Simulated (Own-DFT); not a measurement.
# Which defects push the lattice out? C11b WSi2

Calculated, not measured: single-point runs of Own-DFT, a retired in-house plane-wave DFT program that no person has reviewed, on unrelaxed cells, without spin or spin-orbit coupling.

Settings: PBE; PseudoDojo norm-conserving scalar-relativistic files; cutoff 50 hartree; 5 x 5 x 5 k mesh centred on Gamma; cold (Marzari-Vanderbilt) smearing of 0.2 eV.

Limits: forces on such cells failed a check on a denser k mesh; stress not checked against mesh or cutoff.

All runs share one cell, with vectors in Å (-2.148, -5.953, 3.409); (-6.444, 2.976, 1.136); (-2.553, -2.948, -6.757) and a volume of 403.2 Å³. Atoms were moved at random from their sites; u is the rms move along one axis. The defect's site can differ from row to row.

| cell | formula | u (Å) | P (GPa) |
|---|---|---|---|
| no defect | Si20W10 | 0.0196 | 4.45 |
| no defect | Si20W10 | 0.0200 | 4.62 |
| no defect | Si20W10 | 0.0475 | 6.02 |
| one Si on a W site | Si21W9 | 0.0265 | 6.16 |
| one Si on a W site | Si21W9 | 0.0348 | 6.31 |
| one Si on a W site | Si21W9 | 0.0456 | 7.49 |
| one Si on a W site | Si21W9 | 0.0527 | ? |
| one Si vacancy | Si19W10 | 0.0299 | 3.55 |
| one Si vacancy | Si19W10 | 0.0501 | 4.59 |
| one Si vacancy | Si19W10 | 0.0536 | 4.19 |
| one W on a Si site | Si19W11 | 0.0315 | 10.31 |
| one W on a Si site | Si19W11 | 0.0474 | 11.19 |
| one W on a Si site | Si19W11 | 0.0516 | 11.43 |

## Working it out

P = P0 + c u² + a shift for each defect gives P0 = 4.34 GPa, c = 682 ± 104 GPa/Å² and a scatter of 0.28 GPa. The shifts, and each times the cell's volume:

- one W on a Si site: 5.30 ± 0.25 GPa, 13.3 eV
- one Si on a W site: 1.41 ± 0.23 GPa, 3.5 eV
- one Si vacancy: -1.66 ± 0.25 GPa, -4.2 eV

Positive is outwards. The product with the volume (160.2 GPa Å³ to the eV) is nearly free of the cell's size; divided by the bulk modulus at the cell's pressure it gives the volume that the defect adds. The atoms around the defects weren't relaxed, which would change these numbers.

## Withheld run

Question: what pressure belongs in the blank (one Si on a W site, u = 0.0527 Å)?

The fitted form gives 7.64 ± 0.35 GPa. The run itself gave 7.38 GPa.
